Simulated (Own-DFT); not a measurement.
# Computed records: AlN (wurtzite, atoms displaced)

Computed with Own-DFT development build. A calculation, not a measurement: plane-wave PBE density functional theory by an unreviewed code, no spin, of a simulated periodic cell, stress positive in tension, free energy of the whole cell less one offset for each atom, forces on such cells passed a denser k mesh, this cell's mesh not checked; offsets are fitted by least squares, one for each functional and potential file, so energies compare only between cells with the same atoms and settings and are not formation energies; the far tail of each file's local potential was reset to the Coulomb form; each entry is a single point on an unrelaxed cell, so the pressure reflects the starting lattice, mostly measured values (interpolated for alloys), from which strain is counted, and rises with the displacements; printed positions are rounded, which can move forces by about a meV/angstrom; the program, named Own-DFT, is a retired in-house code; no spin-orbit coupling.

```cif
# cell vector a (Å): 12.4480 0.0000 0.0000
# cell vector b (Å): -6.2240 10.7803 0.0000
# cell vector c (Å): 0.0000 0.0000 9.9640
data_AlN
_symmetry_space_group_name_H-M 'P 1'
_symmetry_Int_Tables_number 1
_cell_length_a 12.4480
_cell_length_b 12.4480
_cell_length_c 9.9640
_cell_angle_alpha 90.000
_cell_angle_beta 90.000
_cell_angle_gamma 120.000
_cell_volume 1337.10
loop_
_atom_site_label
_atom_site_type_symbol
_atom_site_fract_x
_atom_site_fract_y
_atom_site_fract_z
_atom_site_occupancy
Al1 Al 0.08213 0.16967 0.00301 1
Al2 Al 0.16340 0.07934 0.25155 1
N1 N 0.08147 0.16603 0.19031 1
N2 N 0.16630 0.08196 0.44150 1
Al3 Al 0.08333 0.16635 0.50014 1
Al4 Al 0.16852 0.08456 0.75173 1
N3 N 0.08153 0.16541 0.69113 1
N4 N 0.16653 0.08808 0.93866 1
Al5 Al 0.08163 0.41612 0.00099 1
Al6 Al 0.16878 0.33413 0.24636 1
N5 N 0.08347 0.41719 0.18968 1
N6 N 0.16757 0.33581 0.44051 1
Al7 Al 0.08295 0.41775 0.50260 1
Al8 Al 0.16517 0.32996 0.75056 1
N7 N 0.08591 0.42051 0.69136 1
N8 N 0.16682 0.33423 0.93928 1
Al9 Al 0.08182 0.66194 0.99848 1
Al10 Al 0.16527 0.58277 0.24999 1
N9 N 0.08004 0.66463 0.18739 1
N10 N 0.16510 0.57958 0.44146 1
Al11 Al 0.08316 0.66839 0.50247 1
Al12 Al 0.16709 0.58395 0.75126 1
N11 N 0.08334 0.66534 0.68789 1
N12 N 0.16870 0.58343 0.94691 1
Al13 Al 0.08264 0.91558 0.00044 1
Al14 Al 0.16355 0.82924 0.24914 1
N13 N 0.08686 0.91752 0.19066 1
N14 N 0.16803 0.83454 0.44157 1
Al15 Al 0.08214 0.91838 0.49939 1
Al16 Al 0.16633 0.83350 0.74872 1
N15 N 0.08076 0.91330 0.69475 1
N16 N 0.16860 0.83410 0.93948 1
Al17 Al 0.33304 0.16679 0.00103 1
Al18 Al 0.41827 0.08631 0.24632 1
N17 N 0.33253 0.16444 0.19024 1
N18 N 0.41760 0.08362 0.43894 1
Al19 Al 0.33189 0.16593 0.49760 1
Al20 Al 0.41880 0.08536 0.74945 1
N19 N 0.33376 0.16608 0.69086 1
N20 N 0.41623 0.08465 0.94469 1
Al21 Al 0.33264 0.41768 0.00187 1
Al22 Al 0.41788 0.33649 0.24769 1
N21 N 0.33295 0.41683 0.19144 1
N22 N 0.41532 0.33098 0.44234 1
Al23 Al 0.33237 0.41895 0.49796 1
Al24 Al 0.41870 0.33339 0.75357 1
N23 N 0.33035 0.41555 0.69189 1
N24 N 0.41903 0.33471 0.94288 1
Al25 Al 0.33147 0.66673 0.00020 1
Al26 Al 0.41941 0.58510 0.25362 1
N25 N 0.33465 0.66667 0.19177 1
N26 N 0.41919 0.58648 0.43842 1
Al27 Al 0.33217 0.66282 0.49772 1
Al28 Al 0.42150 0.58488 0.75209 1
N27 N 0.33792 0.67063 0.69232 1
N28 N 0.41661 0.58473 0.94010 1
Al29 Al 0.33165 0.91430 0.00140 1
Al30 Al 0.41374 0.83300 0.24865 1
N29 N 0.33419 0.91557 0.19179 1
N30 N 0.41092 0.82987 0.43953 1
Al31 Al 0.33419 0.91805 0.49880 1
Al32 Al 0.41388 0.82867 0.74470 1
N31 N 0.33326 0.91599 0.69124 1
N32 N 0.41711 0.83680 0.94342 1
Al33 Al 0.58333 0.16568 0.99930 1
Al34 Al 0.66824 0.08660 0.24985 1
N33 N 0.58425 0.16693 0.18826 1
N34 N 0.66355 0.08151 0.43874 1
Al35 Al 0.58399 0.17037 0.50098 1
Al36 Al 0.66630 0.08227 0.74871 1
N35 N 0.58595 0.16643 0.68837 1
N36 N 0.66604 0.08245 0.93802 1
Al37 Al 0.58267 0.41494 0.00222 1
Al38 Al 0.66738 0.33593 0.25236 1
N37 N 0.58527 0.41676 0.19265 1
N38 N 0.66445 0.32933 0.44018 1
Al39 Al 0.58671 0.41876 0.49882 1
Al40 Al 0.66817 0.33318 0.75087 1
N39 N 0.58441 0.41504 0.69117 1
N40 N 0.67251 0.33506 0.93952 1
Al41 Al 0.58402 0.66595 0.00207 1
Al42 Al 0.66841 0.58624 0.24697 1
N41 N 0.58160 0.66792 0.18725 1
N42 N 0.66679 0.58211 0.43986 1
Al43 Al 0.58461 0.66797 0.50049 1
Al44 Al 0.66368 0.58246 0.75332 1
N43 N 0.58429 0.66712 0.69555 1
N44 N 0.66703 0.58112 0.94260 1
Al45 Al 0.58276 0.91753 0.00148 1
Al46 Al 0.66552 0.83222 0.24934 1
N45 N 0.58135 0.91533 0.19152 1
N46 N 0.66608 0.83392 0.44180 1
Al47 Al 0.58473 0.91830 0.49993 1
Al48 Al 0.66412 0.83405 0.74975 1
N47 N 0.58355 0.91397 0.69356 1
N48 N 0.66817 0.83271 0.93922 1
Al49 Al 0.83144 0.16522 0.00025 1
Al50 Al 0.91536 0.08579 0.25199 1
N49 N 0.83117 0.16508 0.18868 1
N50 N 0.91738 0.08224 0.44555 1
Al51 Al 0.83241 0.16917 0.49841 1
Al52 Al 0.91803 0.08585 0.75184 1
N51 N 0.83372 0.16671 0.68700 1
N52 N 0.92166 0.08367 0.93960 1
Al53 Al 0.83276 0.41575 0.00167 1
Al54 Al 0.91509 0.33244 0.25016 1
N53 N 0.83447 0.41541 0.18881 1
N54 N 0.91441 0.33298 0.43742 1
Al55 Al 0.83503 0.41671 0.49816 1
Al56 Al 0.91839 0.33532 0.75094 1
N55 N 0.83277 0.41739 0.69182 1
N56 N 0.91718 0.33448 0.93986 1
Al57 Al 0.83162 0.66690 0.00079 1
Al58 Al 0.91656 0.58352 0.25130 1
N57 N 0.83147 0.66409 0.19126 1
N58 N 0.91435 0.58401 0.44341 1
Al59 Al 0.83691 0.66754 0.49728 1
Al60 Al 0.91628 0.58473 0.74649 1
N59 N 0.82996 0.66430 0.69132 1
N60 N 0.91567 0.58526 0.94377 1
Al61 Al 0.83168 0.91774 0.00250 1
Al62 Al 0.91726 0.83705 0.24872 1
N61 N 0.83067 0.91279 0.19415 1
N62 N 0.91782 0.83218 0.44340 1
Al63 Al 0.83029 0.91537 0.50022 1
Al64 Al 0.91614 0.83217 0.74951 1
N63 N 0.83578 0.91715 0.69057 1
N64 N 0.91632 0.83372 0.94291 1
_calc_functional 'PBE'
_calc_potential_files 'PseudoDojo norm-conserving, scalar-relativistic, standard set'
_calc_wave_cutoff 42  # hartree
_calc_occupations 'Fermi-Dirac'
_calc_smearing_width 0.1  # eV
_calc_hardware 'one NVIDIA H100'
_calc_k_mesh '2 x 2 x 2 centred on Gamma'
_calc_free_energy_of_cell_above_offsets '-62.134'  # eV
_calc_pressure 3.8  # GPa
_calc_stress_xx -4.14  # GPa
_calc_stress_yy -3.37  # GPa
_calc_stress_zz -3.88  # GPa
_calc_stress_yz 0.22  # GPa
_calc_stress_xz -0.26  # GPa
_calc_stress_xy -0.08  # GPa
_calc_wall_time 364.4  # s
```

Force:
```
element  x (eV/Å)  y (eV/Å)  z (eV/Å)
     Al     0.867    -0.235    -0.583
     Al     0.426     0.949    -0.295
      N     0.129    -0.022      0.57
      N    -0.414     0.279    -0.143
     Al      0.06     0.351     0.164
     Al    -0.355    -0.419    -0.286
      N     0.463     0.213    -0.246
      N     0.342    -0.602     0.847
     Al      0.38      0.01    -0.173
     Al    -0.683    -0.128     0.741
      N    -0.097    -0.435     0.246
      N    -0.259    -0.496    -0.241
     Al     0.094     -0.54      -0.4
     Al    -0.083       0.6      -0.2
      N    -0.109    -0.779     0.184
      N    -0.165      0.07     0.605
     Al    -0.544     1.036    -0.049
     Al      0.32     0.128    -0.083
      N     0.397     0.017     0.709
      N    -0.495     0.722    -0.147
     Al      0.46    -0.156    -0.742
     Al     0.491     0.344     0.153
      N    -0.075     0.188     0.877
      N    -0.583    -0.377    -1.197
     Al     0.153     0.514    -0.563
     Al     0.658     0.606       0.2
      N    -0.845    -0.529     0.004
      N    -0.588    -0.284    -0.181
     Al     0.638    -0.535     0.695
     Al     0.283    -0.027       0.2
      N     0.219     0.808    -0.719
      N     -0.46    -0.622     0.222
     Al    -0.309    -0.067    -0.146
     Al     0.228    -0.792     0.425
      N    -0.661     0.732     0.249
      N    -0.159     0.249     0.071
     Al     0.532     0.024      0.36
     Al    -0.028    -0.583     0.299
      N    -0.019     0.198     -0.08
      N     0.297     -0.19    -0.675
     Al     0.183     0.153      -0.6
     Al     0.233    -0.975      0.63
      N     0.295     0.438    -0.068
      N    -0.051     0.922    -0.506
     Al     0.711    -0.456      0.55
     Al    -0.487    -0.031    -0.771
      N     0.774     0.399    -0.143
      N     -0.44    -0.092     0.174
     Al     0.917     0.662     0.295
     Al    -0.629    -0.088    -1.049
      N    -0.378    -0.358     0.041
      N     0.293    -0.519      0.74
     Al    -0.454     0.842     0.408
     Al     -1.11    -0.593    -0.127
      N    -0.283    -2.001    -0.613
      N     0.236    -0.173     0.475
     Al    -0.009      0.66     -0.07
     Al     0.629    -0.106     0.329
      N    -0.948     0.261    -0.129
      N     0.967     0.359     0.345
     Al     0.018    -0.081     0.105
     Al    -0.023     1.809     1.249
      N     0.021     0.322    -0.226
      N      0.34    -0.875    -0.733
     Al    -0.037     0.347    -0.126
     Al    -0.559    -1.046    -0.077
      N    -0.001      0.53     0.278
      N     0.357     0.717     0.338
     Al      0.01    -1.352    -0.315
     Al     0.257    -0.042    -0.105
      N    -0.429     0.129      0.54
      N     0.216      0.14     0.305
     Al     0.741     0.102    -0.251
     Al     0.467    -0.734    -0.553
      N    -0.498     0.329    -0.204
      N     0.372     1.438     0.024
     Al    -0.631    -0.717     0.303
     Al     -0.03     0.019    -0.108
      N    -0.303     0.269     0.006
      N    -1.229    -0.661     0.302
     Al    -0.319     0.156    -0.921
     Al    -0.365     -0.44     0.456
      N     0.675    -0.314     0.882
      N    -0.121     0.691    -0.181
     Al     0.278     -0.22     0.357
     Al     0.824      -0.2    -0.302
      N      0.05     0.032    -0.973
      N    -0.579     0.081     0.182
     Al     0.169    -0.459    -0.243
     Al    -0.544     0.229     0.216
      N     0.347     0.519     0.096
      N     0.022    -0.295    -0.274
     Al     -0.84    -0.656    -0.039
     Al     1.472    -0.021     0.294
      N     -0.79     0.651    -0.833
      N    -0.551     0.173     0.549
     Al     0.397     0.188    -0.655
     Al     0.411    -0.687      0.22
      N     0.298     0.377     0.307
      N    -0.644     0.362    -0.974
     Al      0.26    -0.789     0.109
     Al    -0.008    -0.776    -0.633
      N    -0.139     0.366     0.672
      N    -1.564     0.022     0.602
     Al     0.307     0.678    -0.446
     Al     0.466     0.179    -0.518
      N    -0.478     0.273     0.823
      N     0.539     0.176      0.45
     Al    -0.725    -0.075     0.551
     Al    -0.232    -0.222    -0.315
      N     0.554    -0.053    -0.574
      N      0.06    -0.431     0.267
     Al     0.464     0.143     -0.08
     Al    -0.125    -0.274    -0.318
      N     0.245     0.917     0.138
      N     1.177     -0.42    -0.612
     Al    -1.343    -0.058     0.827
     Al    -0.096    -0.218     0.827
      N      0.11     0.332    -0.266
      N     0.421    -0.497    -0.749
     Al     0.625    -0.209     -0.48
     Al     0.794    -1.012     0.364
      N    -0.254     1.214     -0.32
      N    -0.623     0.433    -0.788
     Al     0.738     0.126     0.394
     Al    -0.385    -0.096     0.367
      N    -0.796    -0.028     0.153
      N    -0.197    -0.035     0.059
```
